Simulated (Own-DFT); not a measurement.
GaP (zincblende, atoms displaced) (calculated)

A calculation, not a measurement: plane-wave PBE density functional theory by an unreviewed code, no spin, of a simulated periodic cell, stress positive in tension, free energy of the whole cell less one offset for each atom, forces on such cells passed a denser k mesh, this cell's mesh not checked; offsets are fitted by least squares, one for each functional and potential file, so energies compare only between cells with the same atoms and settings and are not formation energies; the far tail of each file's local potential was reset to the Coulomb form; each entry is a single point on an unrelaxed cell, so the pressure reflects the starting lattice, mostly measured values (interpolated for alloys), from which strain is counted, and rises with the displacements; printed positions are rounded, which can move forces by about a meV/angstrom; the program, named Own-DFT, is a retired in-house code; no spin-orbit coupling. Program: Own-DFT development build.

Common to all runs: functional PBE; potential files PseudoDojo norm-conserving, scalar-relativistic, standard set; wave cutoff 42 hartree; occupations Fermi-Dirac; smearing width 0.1 eV; k mesh 3 x 3 x 3 centred on Gamma.

(1) 
```cif
# cell vector a (Å): 10.9010 0.0000 0.0000
# cell vector b (Å): 0.0000 10.9010 0.0000
# cell vector c (Å): 0.0000 0.0000 10.9010
data_GaP
_symmetry_space_group_name_H-M 'P 1'
_symmetry_Int_Tables_number 1
_cell_length_a 10.9010
_cell_length_b 10.9010
_cell_length_c 10.9010
_cell_angle_alpha 90.000
_cell_angle_beta 90.000
_cell_angle_gamma 90.000
_cell_volume 1295.39
loop_
_atom_site_label
_atom_site_type_symbol
_atom_site_fract_x
_atom_site_fract_y
_atom_site_fract_z
_atom_site_occupancy
Ga1 Ga 0.03279 0.01794 0.99581 1
Ga2 Ga 0.02067 0.24219 0.27460 1
Ga3 Ga 0.23508 0.00449 0.23365 1
Ga4 Ga 0.22481 0.26099 0.99704 1
P1 P 0.11046 0.11328 0.14383 1
P2 P 0.14073 0.38853 0.35535 1
P3 P 0.35385 0.11409 0.36523 1
P4 P 0.37464 0.36807 0.12167 1
Ga5 Ga 0.99617 0.99894 0.49378 1
Ga6 Ga 0.98765 0.23934 0.74047 1
Ga7 Ga 0.25404 0.99820 0.74024 1
Ga8 Ga 0.24890 0.23255 0.51788 1
P5 P 0.10126 0.12042 0.61216 1
P6 P 0.12610 0.37962 0.88984 1
P7 P 0.38090 0.12678 0.86529 1
P8 P 0.40315 0.36618 0.61230 1
Ga9 Ga 0.99177 0.49772 0.02103 1
Ga10 Ga 0.00624 0.77130 0.22450 1
Ga11 Ga 0.26056 0.51861 0.26055 1
Ga12 Ga 0.23248 0.76300 0.02845 1
P9 P 0.15259 0.61180 0.13629 1
P10 P 0.13992 0.86822 0.35687 1
P11 P 0.37150 0.61458 0.35782 1
P12 P 0.35938 0.86717 0.12349 1
Ga13 Ga 0.99123 0.51566 0.49642 1
Ga14 Ga 0.01184 0.74792 0.74600 1
Ga15 Ga 0.24911 0.48455 0.74847 1
Ga16 Ga 0.26782 0.75142 0.49673 1
P13 P 0.11538 0.61525 0.61816 1
P14 P 0.11489 0.88006 0.87660 1
P15 P 0.37464 0.61505 0.88269 1
P16 P 0.34820 0.85123 0.61446 1
Ga17 Ga 0.51215 0.99944 0.99150 1
Ga18 Ga 0.47590 0.23682 0.25206 1
Ga19 Ga 0.74317 0.00392 0.26467 1
Ga20 Ga 0.76255 0.27897 0.99984 1
P17 P 0.62034 0.12727 0.13586 1
P18 P 0.65310 0.36901 0.35746 1
P19 P 0.87958 0.12705 0.37235 1
P20 P 0.85037 0.35819 0.12037 1
Ga21 Ga 0.49340 0.98435 0.49610 1
Ga22 Ga 0.50867 0.27242 0.77440 1
Ga23 Ga 0.73271 0.00164 0.73088 1
Ga24 Ga 0.77504 0.25935 0.51052 1
P21 P 0.62499 0.13701 0.62604 1
P22 P 0.63649 0.38196 0.86677 1
P23 P 0.90245 0.12209 0.87753 1
P24 P 0.87552 0.37162 0.64111 1
Ga25 Ga 0.51826 0.47623 0.98747 1
Ga26 Ga 0.50324 0.73668 0.24879 1
Ga27 Ga 0.74410 0.48095 0.25205 1
Ga28 Ga 0.74851 0.72654 0.99262 1
P25 P 0.61992 0.63205 0.15906 1
P26 P 0.62273 0.84865 0.37381 1
P27 P 0.86549 0.60655 0.39449 1
P28 P 0.89323 0.87353 0.12190 1
Ga29 Ga 0.48574 0.49879 0.50018 1
Ga30 Ga 0.50641 0.73732 0.74572 1
Ga31 Ga 0.71946 0.51193 0.77397 1
Ga32 Ga 0.75930 0.76349 0.49915 1
P29 P 0.63458 0.61449 0.57457 1
P30 P 0.60558 0.87981 0.89365 1
P31 P 0.87950 0.61906 0.88873 1
P32 P 0.87368 0.87642 0.61016 1
_calc_free_energy_of_cell_above_offsets '-7.418'  # eV
_calc_pressure 9.22  # GPa
_calc_stress_xx -8.58  # GPa
_calc_stress_yy -9.6  # GPa
_calc_stress_zz -9.46  # GPa
_calc_stress_yz -1.05  # GPa
_calc_stress_xz -3.09  # GPa
_calc_stress_xy -1.54  # GPa
```

Force:
```tsv
element	x (eV/Å)	y (eV/Å)	z (eV/Å)
Ga	-2.787	-1.401	-0.335
Ga	-1.199	1.062	-0.833
Ga	2.933	-2.322	1.508
Ga	3.086	-3.053	2.65
P	0.21	3.845	-1.816
P	-1.244	-1.151	3.097
P	0.972	-0.224	1.844
P	-0.093	0.552	-0.238
Ga	0.324	-1.516	-2.116
Ga	1.568	0.917	0.978
Ga	-0.825	0.108	0.054
Ga	0.542	1.131	-1.609
P	2.346	0.25	1.825
P	-2.994	1.493	-3.249
P	-0.876	0.241	0.852
P	-3.104	-1.814	2.37
Ga	0.825	-0.555	0.439
Ga	2.785	-4.014	3.437
Ga	-1.739	-5.838	-3.544
Ga	-0.979	-1.731	-3.675
P	-4.909	1.533	-2.433
P	-1.249	-0.045	2.02
P	4.76	4.15	5.806
P	3.73	2.576	1.482
Ga	1.997	-3.74	1.363
Ga	-1.386	0.034	-0.015
Ga	0.771	0.832	-0.136
Ga	-5.148	-5.256	-6.041
P	2.436	0.795	0.939
P	2.227	-1.068	-0.679
P	0.277	0.168	-0.479
P	5.824	5.429	6.14
Ga	-3.818	3.892	4.028
Ga	1.601	0.881	0.009
Ga	0.219	-0.944	-1.18
Ga	-4.956	-7.382	-7.348
P	0.189	-0.056	-1.248
P	-5.667	-4.862	5.194
P	-0.595	-0.106	1.045
P	7.839	5.589	7.919
Ga	-0.239	0.43	0.023
Ga	-1.809	-2.844	-2.723
Ga	1.314	-0.918	2.001
Ga	-1.682	-0.895	-1.416
P	-1.083	0.401	-0.98
P	0.159	-4.116	3.101
P	-3.533	-0.059	0.337
P	-0.083	2.758	0.064
Ga	-3.141	2.713	3.185
Ga	-4.582	3.579	1.604
Ga	3.087	5.006	-2.777
Ga	-1.355	2.487	2.46
P	4.518	-4.437	-5.743
P	-0.143	2.843	0.123
P	-2.054	2.792	-4.125
P	-4.262	2.895	-3.065
Ga	1.481	0.72	-3.123
Ga	-0.661	-0.324	-0.105
Ga	4.307	4.575	-5.331
Ga	-0.134	-1.979	-1.306
P	0.035	0.511	4.21
P	4.66	-4.865	-4.979
P	0.395	-0.279	-2.24
P	0.912	0.603	2.784
```

(2) 
```cif
# cell vector a (Å): 10.9010 0.0000 0.0000
# cell vector b (Å): 0.0000 10.9010 0.0000
# cell vector c (Å): 0.0000 0.0000 10.9010
data_GaP
_symmetry_space_group_name_H-M 'P 1'
_symmetry_Int_Tables_number 1
_cell_length_a 10.9010
_cell_length_b 10.9010
_cell_length_c 10.9010
_cell_angle_alpha 90.000
_cell_angle_beta 90.000
_cell_angle_gamma 90.000
_cell_volume 1295.39
loop_
_atom_site_label
_atom_site_type_symbol
_atom_site_fract_x
_atom_site_fract_y
_atom_site_fract_z
_atom_site_occupancy
Ga1 Ga 0.02208 0.00755 0.00975 1
Ga2 Ga 0.99426 0.24937 0.23931 1
Ga3 Ga 0.24933 0.97342 0.25673 1
Ga4 Ga 0.24971 0.23880 0.00604 1
P1 P 0.15577 0.11817 0.10450 1
P2 P 0.14916 0.39098 0.38494 1
P3 P 0.34857 0.14022 0.38628 1
P4 P 0.38730 0.39514 0.11471 1
Ga5 Ga 0.01389 0.02220 0.51304 1
Ga6 Ga 0.99945 0.26034 0.74957 1
Ga7 Ga 0.26835 0.97455 0.75386 1
Ga8 Ga 0.24956 0.24484 0.49974 1
P5 P 0.12802 0.14908 0.61265 1
P6 P 0.13669 0.36558 0.87337 1
P7 P 0.37815 0.14151 0.84395 1
P8 P 0.39132 0.41484 0.60461 1
Ga9 Ga 0.01702 0.49381 0.01595 1
Ga10 Ga 0.00197 0.75757 0.25437 1
Ga11 Ga 0.23973 0.50594 0.22348 1
Ga12 Ga 0.25159 0.76668 0.99602 1
P9 P 0.11778 0.63709 0.12898 1
P10 P 0.12636 0.87981 0.36119 1
P11 P 0.37182 0.65566 0.37265 1
P12 P 0.38551 0.85056 0.14600 1
Ga13 Ga 0.98465 0.48962 0.52391 1
Ga14 Ga 0.01198 0.74498 0.73249 1
Ga15 Ga 0.25446 0.49381 0.74545 1
Ga16 Ga 0.25633 0.74597 0.50638 1
P13 P 0.12804 0.64109 0.63513 1
P14 P 0.10309 0.87587 0.85976 1
P15 P 0.38295 0.61154 0.86899 1
P16 P 0.38907 0.87598 0.60304 1
Ga17 Ga 0.50470 0.98298 0.97810 1
Ga18 Ga 0.49642 0.23763 0.23690 1
Ga19 Ga 0.76304 0.99660 0.23382 1
Ga20 Ga 0.74717 0.22590 0.02543 1
P17 P 0.62502 0.12452 0.16845 1
P18 P 0.59789 0.37517 0.37948 1
P19 P 0.85731 0.13387 0.37603 1
P20 P 0.87453 0.34943 0.12648 1
Ga21 Ga 0.48751 0.00397 0.49459 1
Ga22 Ga 0.49468 0.26897 0.73023 1
Ga23 Ga 0.77576 0.01788 0.74750 1
Ga24 Ga 0.76684 0.25000 0.48097 1
P21 P 0.63471 0.14973 0.60928 1
P22 P 0.62404 0.37009 0.89421 1
P23 P 0.87274 0.13394 0.87371 1
P24 P 0.87067 0.37352 0.62706 1
Ga25 Ga 0.51809 0.48583 0.99240 1
Ga26 Ga 0.47880 0.75494 0.26776 1
Ga27 Ga 0.75024 0.51252 0.23191 1
Ga28 Ga 0.76502 0.74223 0.98916 1
P25 P 0.59980 0.60971 0.10497 1
P26 P 0.60816 0.86483 0.35702 1
P27 P 0.86200 0.62429 0.40421 1
P28 P 0.86973 0.87649 0.14545 1
Ga29 Ga 0.50020 0.49792 0.49637 1
Ga30 Ga 0.50139 0.75444 0.76239 1
Ga31 Ga 0.75558 0.48729 0.72986 1
Ga32 Ga 0.76497 0.76154 0.49942 1
P29 P 0.63239 0.63084 0.63518 1
P30 P 0.63786 0.86082 0.87799 1
P31 P 0.87089 0.63642 0.85460 1
P32 P 0.88903 0.86865 0.62950 1
_calc_free_energy_of_cell_above_offsets '-8.784'  # eV
_calc_pressure 8.75  # GPa
_calc_stress_xx -8.91  # GPa
_calc_stress_yy -9.13  # GPa
_calc_stress_zz -8.2  # GPa
_calc_stress_yz -1.32  # GPa
_calc_stress_xz 3.55  # GPa
_calc_stress_xy 0.63  # GPa
```

Force:
```tsv
element	x (eV/Å)	y (eV/Å)	z (eV/Å)
Ga	-2.633	-0.989	-1.436
Ga	2.91	-1.36	2.733
Ga	2.865	3.398	-2.195
Ga	4.081	4.218	-3.589
P	-2.546	-2.72	5.425
P	-2.336	-0.072	-0.887
P	3.984	-4.209	-4.505
P	-1.946	-2.791	0.915
Ga	-1.779	-1.918	-1.989
Ga	0.277	-0.539	0.314
Ga	-0.59	1.263	-0.582
Ga	-0.243	5.129	1.431
P	-0.64	-1.294	3.868
P	-0.495	0.881	0.39
P	-0.522	-1.874	2.033
P	-6.294	-5.951	5.53
Ga	-1.468	-0.396	-1.675
Ga	-1.2	-1.314	1.314
Ga	1.476	-0.114	2.176
Ga	-0.053	-1.339	-0.471
P	0.043	0.649	-1.259
P	-2.463	-1.235	4.48
P	-2.926	-6.706	2.441
P	-3.224	4.862	-6.09
Ga	3.138	2.461	-2.507
Ga	-3.187	1.29	3.025
Ga	-0.151	0.762	0.059
Ga	-1.39	1.149	-0.24
P	2.663	-4.404	-2.804
P	2.305	0.792	1.542
P	-0.783	1.281	0.972
P	-1.22	-1.606	3.38
Ga	-0.7	1.288	1.448
Ga	-3.963	3.892	3.051
Ga	-3.079	1.742	4.372
Ga	-1.33	0.417	-1.577
P	1.646	-2.66	-4.636
P	3.066	-1.187	-2.16
P	4.865	-4.47	-3.374
P	-0.516	3.963	-1.265
Ga	2.272	2.357	-1.779
Ga	1.505	0.725	-0.079
Ga	-2.399	-1.751	-1.565
Ga	-4.189	4.462	2.788
P	-0.57	-1.977	0.905
P	3.239	-3.482	-3.941
P	1.709	0.381	2.153
P	0.258	-3.325	-0.366
Ga	-3.606	1.011	-1.398
Ga	5.473	-2.155	-1.473
Ga	-0.867	-0.776	1.208
Ga	-1.129	-0.093	2.106
P	3.719	4.453	3.615
P	3.766	2.74	2.466
P	2.163	-1.834	-3.635
P	3.209	-2.825	-4.565
Ga	4.327	6.6	-3.905
Ga	-0.061	-0.867	-1.271
Ga	-2.542	2.22	3.247
Ga	-3.259	1.273	1.057
P	-0.449	0.113	-1.288
P	0.516	1.994	-1.087
P	1.727	-2.32	0.172
P	-0.454	2.789	-1.021
```

(3) 
```cif
# cell vector a (Å): 10.9010 0.0000 0.0000
# cell vector b (Å): 0.0000 10.9010 0.0000
# cell vector c (Å): 0.0000 0.0000 10.9010
data_GaP
_symmetry_space_group_name_H-M 'P 1'
_symmetry_Int_Tables_number 1
_cell_length_a 10.9010
_cell_length_b 10.9010
_cell_length_c 10.9010
_cell_angle_alpha 90.000
_cell_angle_beta 90.000
_cell_angle_gamma 90.000
_cell_volume 1295.39
loop_
_atom_site_label
_atom_site_type_symbol
_atom_site_fract_x
_atom_site_fract_y
_atom_site_fract_z
_atom_site_occupancy
Ga1 Ga 0.99477 0.99698 0.01113 1
Ga2 Ga 0.98714 0.27536 0.22883 1
Ga3 Ga 0.22716 0.99408 0.26910 1
Ga4 Ga 0.22818 0.23841 0.00142 1
P1 P 0.12320 0.11653 0.11886 1
P2 P 0.11833 0.36673 0.36019 1
P3 P 0.36086 0.15307 0.38056 1
P4 P 0.37946 0.36614 0.13602 1
Ga5 Ga 0.00515 0.99569 0.51392 1
Ga6 Ga 0.00438 0.26599 0.74723 1
Ga7 Ga 0.25297 0.97923 0.72125 1
Ga8 Ga 0.24192 0.24637 0.49781 1
P5 P 0.13464 0.11192 0.62126 1
P6 P 0.11604 0.37565 0.87224 1
P7 P 0.38069 0.11060 0.87880 1
P8 P 0.36461 0.37634 0.66507 1
Ga9 Ga 0.00160 0.50095 0.98464 1
Ga10 Ga 0.98709 0.76046 0.24300 1
Ga11 Ga 0.23797 0.51757 0.24325 1
Ga12 Ga 0.23992 0.74738 0.00210 1
P9 P 0.08806 0.64853 0.13531 1
P10 P 0.11951 0.84451 0.38753 1
P11 P 0.39386 0.62581 0.37003 1
P12 P 0.38577 0.87295 0.13572 1
Ga13 Ga 0.97998 0.48568 0.49096 1
Ga14 Ga 0.97944 0.72624 0.74201 1
Ga15 Ga 0.24880 0.49809 0.72708 1
Ga16 Ga 0.26208 0.75298 0.51794 1
P13 P 0.12513 0.60804 0.63704 1
P14 P 0.11375 0.85274 0.89395 1
P15 P 0.37022 0.61911 0.85565 1
P16 P 0.35492 0.89815 0.61579 1
Ga17 Ga 0.51294 0.00912 0.98384 1
Ga18 Ga 0.49697 0.24335 0.25127 1
Ga19 Ga 0.75351 0.03507 0.25849 1
Ga20 Ga 0.75227 0.22885 0.00783 1
P17 P 0.61393 0.10984 0.12172 1
P18 P 0.62602 0.37538 0.36858 1
P19 P 0.87847 0.12267 0.37470 1
P20 P 0.87769 0.39495 0.11225 1
Ga21 Ga 0.50552 0.99966 0.50392 1
Ga22 Ga 0.50180 0.25224 0.73432 1
Ga23 Ga 0.74685 0.00686 0.74675 1
Ga24 Ga 0.75856 0.25943 0.49118 1
P21 P 0.64215 0.13159 0.62297 1
P22 P 0.63631 0.36256 0.89062 1
P23 P 0.89264 0.14749 0.87628 1
P24 P 0.86810 0.35446 0.61660 1
Ga25 Ga 0.50289 0.50116 0.99889 1
Ga26 Ga 0.49173 0.74947 0.23947 1
Ga27 Ga 0.73748 0.52268 0.25990 1
Ga28 Ga 0.75262 0.74531 0.99018 1
P25 P 0.62130 0.67464 0.13343 1
P26 P 0.62843 0.87782 0.39349 1
P27 P 0.86230 0.60230 0.36196 1
P28 P 0.88008 0.86846 0.10862 1
Ga29 Ga 0.49865 0.50212 0.50253 1
Ga30 Ga 0.51333 0.73146 0.73831 1
Ga31 Ga 0.75404 0.50167 0.78134 1
Ga32 Ga 0.74424 0.75871 0.48377 1
P29 P 0.63444 0.61837 0.64578 1
P30 P 0.63008 0.89916 0.88672 1
P31 P 0.87183 0.61402 0.88878 1
P32 P 0.85926 0.88330 0.62481 1
_calc_free_energy_of_cell_above_offsets '-12.524'  # eV
_calc_pressure 7.92  # GPa
_calc_stress_xx -9.49  # GPa
_calc_stress_yy -7.01  # GPa
_calc_stress_zz -7.27  # GPa
_calc_stress_yz -1.36  # GPa
_calc_stress_xz 0.01  # GPa
_calc_stress_xy 3.38  # GPa
```

Force:
```tsv
element	x (eV/Å)	y (eV/Å)	z (eV/Å)
Ga	0.952	0.848	-2.287
Ga	0.861	-2.484	0.757
Ga	1.412	0.103	-0.556
Ga	2.582	1.008	-0.95
P	-1.182	-0.096	2.345
P	0.54	1.323	1.34
P	2.359	-4.007	-1.427
P	-1.673	1.762	-1.874
Ga	-0.669	-0.887	-1.286
Ga	0.014	-1.695	-1.329
Ga	-6.631	5.083	10.11
Ga	-1.296	2.325	1.979
P	-1.198	2.212	0.925
P	2.491	0.708	0.135
P	-2.15	1.825	-2.197
P	2.989	-3.449	-5.933
Ga	1.221	0.074	2.129
Ga	-2.258	1.419	3.624
Ga	0.265	-0.661	0.258
Ga	2.053	-0.867	1.259
P	4.746	-4.576	-3.534
P	-0.629	1.655	0.038
P	-2.265	-0.119	1.085
P	-2.914	2.42	-1.945
Ga	1.533	-0.215	0.299
Ga	0.695	1.696	0.668
Ga	-1.949	1.736	5.165
Ga	-0.778	-2.476	-1.461
P	-2.821	2.456	-3.555
P	-1.093	1.996	-3.438
P	0.138	0.621	1.87
P	9.197	-6.062	-5.798
Ga	-3.006	-0.561	2.484
Ga	0.702	0.106	0.028
Ga	-1.662	-3.55	-1.554
Ga	0.377	1.346	0.381
P	1.113	1.935	1.923
P	-0.466	-0.093	0.401
P	2.488	1.995	1.062
P	-2.726	-0.328	0.3
Ga	-0.586	1.68	0.073
Ga	1.436	-1.494	2.519
Ga	0.94	0.673	1.701
Ga	-1.819	-1.922	-1.828
P	-1.864	0.515	-0.982
P	-1.215	0.357	-0.771
P	-0.945	-2.771	0.04
P	1.343	3.254	2.586
Ga	-0.292	0.032	0.34
Ga	-1.103	1.91	4.289
Ga	-4.117	-2.843	-4.828
Ga	-0.633	1.788	0.299
P	3.353	-5.17	-2.868
P	-2.158	1.813	-3.761
P	4.179	5.192	4.028
P	-2.52	0.948	1.715
Ga	0.413	-0.917	1.054
Ga	-2.676	3.368	2.397
Ga	-1.377	-2.462	-2.048
Ga	2.265	-2.957	2.4
P	2.055	-1.528	-3.312
P	2.278	-4.217	-3.217
P	0.348	1.989	-1.12
P	1.331	-1.762	-0.149
```

(4) 
```cif
# cell vector a (Å): 10.9010 0.0000 0.0000
# cell vector b (Å): 0.0000 10.9010 0.0000
# cell vector c (Å): 0.0000 0.0000 10.9010
data_GaP
_symmetry_space_group_name_H-M 'P 1'
_symmetry_Int_Tables_number 1
_cell_length_a 10.9010
_cell_length_b 10.9010
_cell_length_c 10.9010
_cell_angle_alpha 90.000
_cell_angle_beta 90.000
_cell_angle_gamma 90.000
_cell_volume 1295.39
loop_
_atom_site_label
_atom_site_type_symbol
_atom_site_fract_x
_atom_site_fract_y
_atom_site_fract_z
_atom_site_occupancy
Ga1 Ga 0.97823 0.00548 0.99483 1
Ga2 Ga 0.00470 0.23916 0.24488 1
Ga3 Ga 0.25149 0.98128 0.25150 1
Ga4 Ga 0.25222 0.25221 0.00437 1
P1 P 0.11782 0.12402 0.13597 1
P2 P 0.12725 0.37412 0.36985 1
P3 P 0.35419 0.11878 0.37170 1
P4 P 0.37422 0.37519 0.11947 1
Ga5 Ga 0.00479 0.99544 0.50023 1
Ga6 Ga 0.99877 0.25896 0.77359 1
Ga7 Ga 0.25175 0.99002 0.72062 1
Ga8 Ga 0.26987 0.25712 0.50975 1
P5 P 0.11401 0.12244 0.63149 1
P6 P 0.13363 0.37700 0.87605 1
P7 P 0.37204 0.13314 0.87593 1
P8 P 0.36802 0.36898 0.58258 1
Ga9 Ga 0.02004 0.49892 0.98968 1
Ga10 Ga 0.98804 0.73978 0.25605 1
Ga11 Ga 0.24984 0.47707 0.21681 1
Ga12 Ga 0.25061 0.75769 0.01647 1
P9 P 0.13930 0.63027 0.13801 1
P10 P 0.13193 0.87588 0.35796 1
P11 P 0.38086 0.61637 0.38950 1
P12 P 0.36317 0.84702 0.10803 1
Ga13 Ga 0.01649 0.50675 0.50216 1
Ga14 Ga 0.99430 0.77841 0.73604 1
Ga15 Ga 0.21484 0.49966 0.75813 1
Ga16 Ga 0.23849 0.74594 0.50418 1
P13 P 0.11372 0.63127 0.61599 1
P14 P 0.10433 0.86679 0.87099 1
P15 P 0.38123 0.61163 0.88051 1
P16 P 0.37511 0.87368 0.62147 1
Ga17 Ga 0.48478 0.98359 0.99907 1
Ga18 Ga 0.50902 0.26184 0.25933 1
Ga19 Ga 0.75966 0.96251 0.26257 1
Ga20 Ga 0.75511 0.23651 0.00372 1
P17 P 0.63291 0.14400 0.10715 1
P18 P 0.63257 0.35763 0.40620 1
P19 P 0.84644 0.13395 0.35890 1
P20 P 0.87076 0.35855 0.11601 1
Ga21 Ga 0.49708 0.00105 0.48594 1
Ga22 Ga 0.51343 0.24933 0.75271 1
Ga23 Ga 0.73280 0.02640 0.75774 1
Ga24 Ga 0.74048 0.25269 0.50388 1
P21 P 0.63535 0.11377 0.63262 1
P22 P 0.64140 0.38567 0.86836 1
P23 P 0.85748 0.14487 0.88115 1
P24 P 0.86923 0.37512 0.62870 1
Ga25 Ga 0.50210 0.50850 0.00448 1
Ga26 Ga 0.47555 0.74764 0.25199 1
Ga27 Ga 0.76646 0.48896 0.25893 1
Ga28 Ga 0.75520 0.72998 0.99697 1
P25 P 0.61798 0.62517 0.12053 1
P26 P 0.64710 0.87973 0.36169 1
P27 P 0.87261 0.62331 0.39235 1
P28 P 0.84602 0.87141 0.12196 1
Ga29 Ga 0.48740 0.49372 0.48931 1
Ga30 Ga 0.49315 0.76378 0.74048 1
Ga31 Ga 0.75951 0.49607 0.73287 1
Ga32 Ga 0.73323 0.73743 0.48514 1
P29 P 0.63994 0.63133 0.63381 1
P30 P 0.61978 0.86337 0.86367 1
P31 P 0.87995 0.61036 0.85184 1
P32 P 0.89062 0.86762 0.59389 1
_calc_free_energy_of_cell_above_offsets '-10.538'  # eV
_calc_pressure 8.77  # GPa
_calc_stress_xx -9.01  # GPa
_calc_stress_yy -8.76  # GPa
_calc_stress_zz -8.52  # GPa
_calc_stress_yz -0.4  # GPa
_calc_stress_xz -0.15  # GPa
_calc_stress_xy -1.66  # GPa
```

Force:
```tsv
element	x (eV/Å)	y (eV/Å)	z (eV/Å)
Ga	0.607	-0.393	0.503
Ga	-2.136	1.817	1.863
Ga	1.285	1.703	-2.606
Ga	-0.429	-1.225	0.05
P	1.824	-2.031	-2.538
P	0.077	-0.394	-0.125
P	2.019	0.339	-0.399
P	3.429	-1.75	-1.059
Ga	0.456	2.062	-2.103
Ga	-0.626	-0.647	-1.888
Ga	-1.588	1.798	3.093
Ga	-9.089	-8.567	-5.608
P	0.641	1.29	-0.377
P	-0.655	-2.978	1.829
P	-0.092	-1.399	-0.845
P	6.346	7.122	9.333
Ga	-2.103	1.322	1.584
Ga	0.254	0.663	-0.576
Ga	-2.005	2.014	3.977
Ga	-6.793	-5.852	-7.326
P	-2.119	-0.369	-0.858
P	-2.527	-2.082	2.638
P	-2.635	2.152	-2.688
P	6.406	7.228	6.058
Ga	-1.903	-2.428	-1.3
Ga	-0.86	-3.037	0.092
Ga	3.603	2.875	-2.916
Ga	1.359	0.539	-1.273
P	0.885	0.744	3.01
P	2.634	1.813	1.887
P	-2.194	1.826	-1.89
P	0.282	-0.603	-2.505
Ga	1.398	1.426	-0.669
Ga	-0.255	-1.316	-0.76
Ga	4.119	7.821	-3.557
Ga	-1.297	4.72	-0.162
P	-4.409	-3.95	3.777
P	-3.93	5.176	-4.987
P	2.08	-1.013	0.628
P	2.037	2.12	0.883
Ga	0.709	-0.026	0.283
Ga	-0.523	0.67	-0.076
Ga	3.188	-4.388	3.344
Ga	4.183	-4.117	3.636
P	-4.062	2.879	-4.671
P	-1.217	-0.609	0.713
P	3.371	-3.314	-3.022
P	2.935	-1.659	-1.857
Ga	0.658	-1.976	-0.815
Ga	2.084	-0.649	0.375
Ga	-0.942	-0.174	-0.425
Ga	-0.568	-0.265	-1.449
P	0.96	0.082	2.298
P	-9.162	-4.644	5.593
P	0.767	-1.088	-1.586
P	3.845	-1.564	-2.538
Ga	3.96	0.003	1.43
Ga	0.521	-2.709	0.784
Ga	-1.626	0.802	1.403
Ga	0.51	0.993	1.179
P	-2.629	-0.095	-0.824
P	1.243	1.443	1.572
P	1.289	1.886	1.75
P	-3.588	-0.015	0.712
```
